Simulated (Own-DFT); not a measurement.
# How strain changes the stress of bcc W, 16 atoms (W16)

All numbers below are calculated, not measured. The program, named Own-DFT, is a retired in-house plane-wave density functional code that no person has reviewed. Each row is one single-point run on a periodic cell that was not relaxed, without spin or spin-orbit coupling.

Settings of every run: PBE; PseudoDojo norm-conserving scalar-relativistic files; cutoff 50 hartree; 5 x 5 x 5 k mesh centred on Gamma; cold (Marzari-Vanderbilt) smearing of 0.2 eV.

Known limits: forces on such cells failed a check on a denser k mesh; stress not checked against mesh or cutoff.

Unstrained cell vectors in Å: (6.330, 0.000, 0.000); (0.000, 6.330, 0.000); (0.000, 0.000, 6.330). The unstrained cell has measured lattice constants (interpolated for alloys), not those of this functional. That, the random moves and any unrelaxed bonds set the pressure at no strain. Each run strains this cell uniformly, with the atoms carried along. Every atom was also moved at random, by a Gaussian of width 0.05 Å on each axis. Strain is the symmetric tensor, in per cent. Stress is positive in tension, and the pressure is minus a third of its trace.

| run | e_xx (%) | e_yy (%) | e_zz (%) | e_yz (%) | e_xz (%) | e_xy (%) | s_xx (GPa) | s_yy (GPa) | s_zz (GPa) | s_yz (GPa) | s_xz (GPa) | s_xy (GPa) | P (GPa) | E (meV/atom) |
|---|---|---|---|---|---|---|---|---|---|---|---|---|---|---|
| 1 | 0.01 | 0.42 | -0.31 | -0.64 | -0.58 | 0.42 | -6.53 | -5.22 | -7.81 | -1.98 | -1.80 | 1.01 | 6.52 | 0.0 |
| 2 | -1.16 | -0.61 | 0.87 | -0.16 | -1.68 | -1.39 | -15.17 | -13.18 | -7.98 | -0.80 | -5.25 | -4.55 | 12.11 | 76.2 |
| 3 | 1.57 | 0.34 | 0.49 | 1.73 | 1.86 | 0.20 | 1.40 | -2.15 | -2.64 | 4.85 | 5.35 | 0.15 | 1.13 | 46.1 |
| 4 | -0.26 | -1.46 | 1.44 | -0.78 | -0.30 | -0.36 | -8.85 | -13.09 | -3.13 | -2.28 | -0.80 | -1.08 | 8.35 | 22.8 |
| 5 | 1.67 | 1.83 | 1.01 | 0.42 | -1.78 | -1.43 | 5.01 | 6.30 | 3.36 | 0.57 | -4.57 | -3.55 | -4.89 | 52.5 |
| 6 | 1.28 | -1.12 | 0.39 | -0.56 | -1.73 | 1.06 | -2.62 | -10.39 | -5.28 | -1.46 | -5.04 | 3.17 | 6.10 | 25.7 |
| 7 | -1.72 | 1.86 | 1.22 | -1.54 | 1.90 | 0.81 | -10.40 | 0.85 | -1.95 | -4.77 | 5.53 | 3.12 | 3.83 | 37.2 |
| 8 | 0.59 | 1.18 | 1.39 | -1.82 | -1.16 | 1.82 | 0.25 | 1.97 | 2.62 | -4.91 | -2.46 | 4.39 | -1.61 | 32.7 |
| 9 | -0.96 | -0.31 | -0.75 | -2.00 | 0.17 | -1.74 | -16.16 | -13.94 | -16.32 | -6.72 | -0.10 | -5.79 | 15.47 | 72.4 |
| 10 | -0.32 | 1.62 | -0.31 | -1.83 | 0.49 | 1.24 | -6.65 | -0.69 | -6.83 | -5.53 | 1.93 | 4.03 | 4.72 | 29.7 |
| 11 | 0.55 | -1.32 | -0.60 | 0.23 | 1.13 | 0.23 | -8.28 | -15.37 | -12.40 | 0.59 | 3.74 | 0.59 | 12.02 | 26.3 |
| 12 | -1.68 | 1.06 | -1.16 | -1.07 | -1.63 | -0.93 | -17.96 | -9.45 | -16.64 | -3.81 | -5.85 | -3.45 | 14.68 | 68.7 |
| 13 | 1.19 | 0.94 | -0.28 | -1.59 | 0.78 | -0.79 | -0.85 | -1.27 | -4.81 | -4.28 | 2.22 | -1.82 | 2.31 | 34.8 |
| 14 | 0.96 | -0.49 | 0.61 | 1.26 | -1.83 | 1.52 | -4.30 | -8.05 | -5.14 | 4.08 | -5.52 | 5.37 | 5.83 | 72.3 |
| 15 | 0.31 | 0.61 | 0.17 | 0.33 | -1.29 | -1.25 | ? | ? | ? | ? | ? | ? | ? | ? |

E is the free energy for each atom above the lowest run shown.

## Worked fit

Each stress component was fitted by least squares to a constant and the strains of the runs shown, as fractions, with shears doubled. Shear strains stay in the fit of a normal stress only where such slopes are resolved. The slopes, in GPa:

```
stress,at no strain,per e_xx,per e_yy,per e_zz,scatter
s_xx,-8.3,520 ± 25,195 ± 25,197 ± 34,1.03
s_yy,-8.3,216 ± 18,528 ± 17,207 ± 24,0.72
s_zz,-8.4,216 ± 23,188 ± 23,530 ± 32,0.96
```

Each shear stress against twice its own strain: yz 141 ± 4, xz 148 ± 4, xy 149 ± 9 GPa. These are stiffnesses along x, y and z of the frame in which the cell vectors are given, which need not be the crystal's axes. The atoms are held to the strained lattice; where symmetry lets them move under strain, relaxing them would lower some slopes. The table should be nearly symmetric about its diagonal, and what it lacks of that shows the noise. A ninth of its sum, 311 ± 12 GPa, estimates the bulk modulus near the mean pressure of these runs, 6.2 GPa, so it lies above the value at zero pressure.

## Withheld run

Question: what normal stresses and pressure should run 15 give?

The fit gives s_xx = -5.1, s_yy = -4.0, s_zz = -5.6 and P = 4.9 GPa. The calculation gave -5.35, -3.41, -4.64 and P = 4.47 GPa.
